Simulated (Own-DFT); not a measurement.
Simulation results for Hf16O31 (monoclinic hafnia with two neutral oxygen vacancies, strained, atoms displaced)

A calculation, not a measurement: plane-wave PBE and HSE06 DFT by an unreviewed code, no spin, of a simulated cell at Gamma alone, so results move with cell size and shape, stress positive in tension, energies less offsets, not probed for a lower state with spin; hafnium file: forces about 75 meV/angstrom off all-electron values; oxygen file: force components 24 meV/angstrom off all-electron in a glass; k mesh not checked against a denser one; forces and stress are PBE's, HSE06 gives the energy alone, and its difference from PBE has offsets of its own; offsets are fitted by least squares, one for each functional and potential file, so energies compare only between cells with the same atoms and settings and are not formation energies; the far tail of each file's local potential was reset to the Coulomb form; each entry is a single point on an unrelaxed cell, so the pressure reflects the starting lattice, mostly measured values, from which strain is counted, and rises with the displacements; printed positions are rounded, which can move forces by about a meV/angstrom; the program is a retired in-house code; no spin-orbit coupling. Program: Own-DFT development build.

```json
{"formula": "Hf16O31", "kind": "monoclinic hafnia with two neutral oxygen vacancies, strained, atoms displaced", "structure": {"cell_angstrom": [[10.1437, -0.127, 0.0127], [-0.1285, 10.3672, -0.2063], [-1.6676, -0.1872, 10.2731]], "atoms_fractional": [["Hf", 0.13432, 0.01782, 0.09859], ["Hf", 0.35586, 0.27307, 0.14692], ["Hf", 0.38194, 0.50162, 0.39487], ["Hf", 0.14706, 0.22716, 0.36245], ["O", 0.01815, 0.1523, 0.18302], ["O", 0.46291, 0.42165, 0.07145], ["O", 0.45145, 0.33383, 0.32415], ["O", 0.05353, 0.0825, 0.42207], ["O", 0.22843, 0.36399, 0.23367], ["O", 0.27907, 0.12357, 0.01764], ["O", 0.26861, 0.1176, 0.25194], ["O", 0.22163, 0.37098, 0.48875], ["Hf", 0.14678, 0.01288, 0.61639], ["Hf", 0.36301, 0.26318, 0.64875], ["Hf", 0.35996, 0.49099, 0.8925], ["Hf", 0.15131, 0.23129, 0.86335], ["O", 0.03884, 0.15944, 0.67441], ["O", 0.45951, 0.42183, 0.59043], ["O", 0.44307, 0.31728, 0.81825], ["O", 0.03044, 0.07197, 0.91667], ["O", 0.21865, 0.36002, 0.74298], ["O", 0.27916, 0.13226, 0.51157], ["O", 0.27528, 0.12844, 0.75582], ["O", 0.20598, 0.37537, 0.98865], ["Hf", 0.13442, 0.51754, 0.10903], ["Hf", 0.37626, 0.76721, 0.1413], ["Hf", 0.37225, 0.97522, 0.38578], ["Hf", 0.14614, 0.73274, 0.34527], ["O", 0.03853, 0.66408, 0.1753], ["O", 0.45117, 0.92454, 0.08004], ["O", 0.46418, 0.8479, 0.32671], ["O", 0.02398, 0.58116, 0.41098], ["O", 0.22003, 0.8846, 0.23068], ["O", 0.26175, 0.62292, 0.01125], ["O", 0.27499, 0.62782, 0.26964], ["O", 0.21783, 0.87481, 0.49247], ["Hf", 0.13959, 0.53308, 0.61241], ["Hf", 0.35259, 0.77487, 0.64582], ["Hf", 0.35843, 0.98833, 0.89232], ["Hf", 0.13299, 0.72038, 0.86284], ["O", 0.02738, 0.67706, 0.65918], ["O", 0.45052, 0.91464, 0.56642], ["O", 0.46483, 0.83326, 0.83199], ["O", 0.03662, 0.58032, 0.92184], ["O", 0.21351, 0.88087, 0.72794], ["O", 0.28628, 0.63103, 0.50402], ["O", 0.28036, 0.62, 0.76725], ["O", 0.2322, 0.86946, 0.98899], ["Hf", 0.62474, 0.01279, 0.10146], ["Hf", 0.84966, 0.27815, 0.14462], ["Hf", 0.86824, 0.48507, 0.40271], ["Hf", 0.64763, 0.22388, 0.34842], ["O", 0.52961, 0.17079, 0.17684], ["O", 0.96279, 0.4158, 0.07355], ["O", 0.95617, 0.33207, 0.31919], ["O", 0.54006, 0.09212, 0.42636], ["O", 0.7115, 0.36727, 0.2306], ["O", 0.77521, 0.14023, 0.02781], ["O", 0.76984, 0.12083, 0.26715], ["O", 0.72179, 0.35541, 0.49993], ["Hf", 0.63138, 0.01757, 0.61742], ["Hf", 0.86727, 0.26434, 0.64721], ["Hf", 0.85587, 0.46936, 0.89508], ["Hf", 0.64537, 0.23091, 0.85047], ["O", 0.53898, 0.16043, 0.66679], ["O", 0.9707, 0.41222, 0.57664], ["O", 0.96906, 0.35708, 0.83164], ["O", 0.54589, 0.08039, 0.92115], ["O", 0.72142, 0.38477, 0.73295], ["O", 0.76046, 0.12585, 0.50016], ["O", 0.71723, 0.36492, 0.9958], ["Hf", 0.63793, 0.51234, 0.09853], ["Hf", 0.86389, 0.76603, 0.15594], ["Hf", 0.86334, 0.98336, 0.39937], ["Hf", 0.62747, 0.72436, 0.35556], ["O", 0.53898, 0.6646, 0.16992], ["O", 0.96807, 0.90304, 0.07983], ["O", 0.96772, 0.83609, 0.32548], ["O", 0.5471, 0.57595, 0.42711], ["O", 0.72943, 0.87318, 0.24563], ["O", 0.77125, 0.64238, 0.0059], ["O", 0.78066, 0.6235, 0.26134], ["O", 0.72148, 0.87059, 0.49286], ["Hf", 0.64531, 0.51328, 0.61043], ["Hf", 0.86397, 0.78981, 0.64662], ["Hf", 0.85817, 0.98196, 0.88452], ["Hf", 0.63884, 0.73239, 0.85238], ["O", 0.54104, 0.66308, 0.6713], ["O", 0.95635, 0.90991, 0.57312], ["O", 0.95803, 0.8264, 0.82512], ["O", 0.5411, 0.57728, 0.92625], ["O", 0.77601, 0.63701, 0.52355], ["O", 0.78682, 0.62263, 0.75982], ["O", 0.71624, 0.87545, 0.98706]]}, "settings": {"first_functional": "PBE", "second_functional": "HSE06", "exact_exchange_share": 0.25, "screening [1/bohr]": 0.11, "exchange_divergence": "Gygi-Baldereschi", "potential_files": "PseudoDojo norm-conserving, scalar-relativistic, made for PBE, standard set", "wave_cutoff [hartree]": 48.0, "occupations": "fixed", "k_mesh": "1 x 1 x 1 centred on Gamma"}, "results": {"PBE_energy_of_cell_above_offsets [eV]": "-76.902", "HSE06_less_PBE_above_offsets [eV]": "0.708", "PBE_pressure [GPa]": 13.3, "PBE_stress_xx [GPa]": -13.0, "PBE_stress_yy [GPa]": -11.36, "PBE_stress_zz [GPa]": -15.53, "PBE_stress_yz [GPa]": -4.18, "PBE_stress_xz [GPa]": -0.79, "PBE_stress_xy [GPa]": -2.84, "force_element": ["Hf", "Hf", "Hf", "Hf", "O", "O", "O", "O", "O", "O", "O", "O", "Hf", "Hf", "Hf", "Hf", "O", "O", "O", "O", "O", "O", "O", "O", "Hf", "Hf", "Hf", "Hf", "O", "O", "O", "O", "O", "O", "O", "O", "Hf", "Hf", "Hf", "Hf", "O", "O", "O", "O", "O", "O", "O", "O", "Hf", "Hf", "Hf", "Hf", "O", "O", "O", "O", "O", "O", "O", "O", "Hf", "Hf", "Hf", "Hf", "O", "O", "O", "O", "O", "O", "O", "Hf", "Hf", "Hf", "Hf", "O", "O", "O", "O", "O", "O", "O", "O", "Hf", "Hf", "Hf", "Hf", "O", "O", "O", "O", "O", "O", "O"], "force_x [eV/angstrom]": [-2.215, 1.724, -5.389, -0.782, 1.183, -1.248, 1.606, -3.142, -2.527, 0.171, 0.787, 0.046, -1.464, -0.457, 0.32, -2.402, -1.789, 0.82, 3.009, 1.366, -0.513, 0.398, 0.408, 1.703, -0.194, -3.303, -4.879, -2.953, -0.401, 0.656, 3.944, 3.753, 1.025, 2.351, 2.391, 0.451, -0.516, 2.058, 0.332, -1.257, 2.494, 1.337, -0.965, -1.024, 1.271, -1.499, -0.893, -0.493, 3.209, 3.571, -2.094, -3.023, 0.24, -0.669, 0.256, -2.166, -0.563, -0.636, 1.306, 0.646, 1.689, 0.583, -0.681, -2.044, -0.558, -0.043, 1.839, -1.266, 0.144, 2.474, 0.156, 1.106, 0.193, 0.696, 4.398, -0.868, -0.216, 0.681, 2.605, -1.419, -0.005, -1.425, -1.253, 0.157, -3.862, -0.737, 1.065, -1.277, 3.873, 0.417, -0.689, -0.034, -1.231, 0.158], "force_y [eV/angstrom]": [0.539, -0.236, -6.564, 0.398, 0.043, -0.379, 0.739, -1.975, 3.136, 0.378, 0.09, 1.679, 3.252, 2.451, -3.852, -0.287, 0.746, 0.735, 1.451, 1.644, 3.021, -1.687, -2.632, 0.06, -1.492, 0.628, 6.801, 1.729, -0.144, -0.085, -5.839, 2.023, -2.062, 0.93, -0.882, -1.09, -3.335, -0.332, -0.623, 1.915, -1.305, -0.318, 0.502, -0.163, -2.089, 0.839, 1.221, -0.875, 2.04, -1.017, -2.108, 1.593, -1.534, 0.079, 0.966, -1.78, 2.277, -3.14, -1.666, 1.737, -1.293, 0.699, 4.518, -0.904, 1.603, 0.36, -4.279, -0.158, -2.764, -0.625, 1.411, 0.6, 1.287, 0.087, 2.059, 0.504, 0.334, 0.003, 1.421, 0.632, -1.736, -1.332, 0.135, 1.368, -4.623, -0.645, -1.426, 1.467, 4.141, 1.147, 0.633, -1.155, -0.469, 0.853], "force_z [eV/angstrom]": [2.433, 0.482, 0.205, -2.009, -1.372, 0.026, 1.31, 1.267, 0.004, -2.677, 0.806, 0.944, -5.168, -4.59, 0.927, -1.429, 0.523, -0.698, 4.888, -0.54, -0.527, 0.069, 2.142, 0.3, 0.538, -0.506, 1.757, 1.895, -0.676, -0.046, -2.272, 1.242, 0.908, 0.525, -2.126, -0.764, -2.719, -0.701, 0.185, -0.907, 1.083, 1.916, -0.465, 0.094, 3.654, 1.653, -1.156, -1.435, 1.713, 2.277, -0.693, 1.566, -1.609, 0.181, 1.952, -0.274, 0.857, -4.027, -1.329, -0.434, -3.205, -1.179, 0.468, 0.663, 1.512, 0.647, -1.993, -0.775, 2.71, 3.577, -2.052, 1.398, -1.424, -1.24, 1.151, 0.302, -1.289, 1.245, -0.367, -0.486, 0.275, 0.633, -0.14, -0.127, -0.105, 2.819, -0.084, 0.084, -0.951, 1.976, -1.698, -2.025, 1.008, -0.501]}}
```
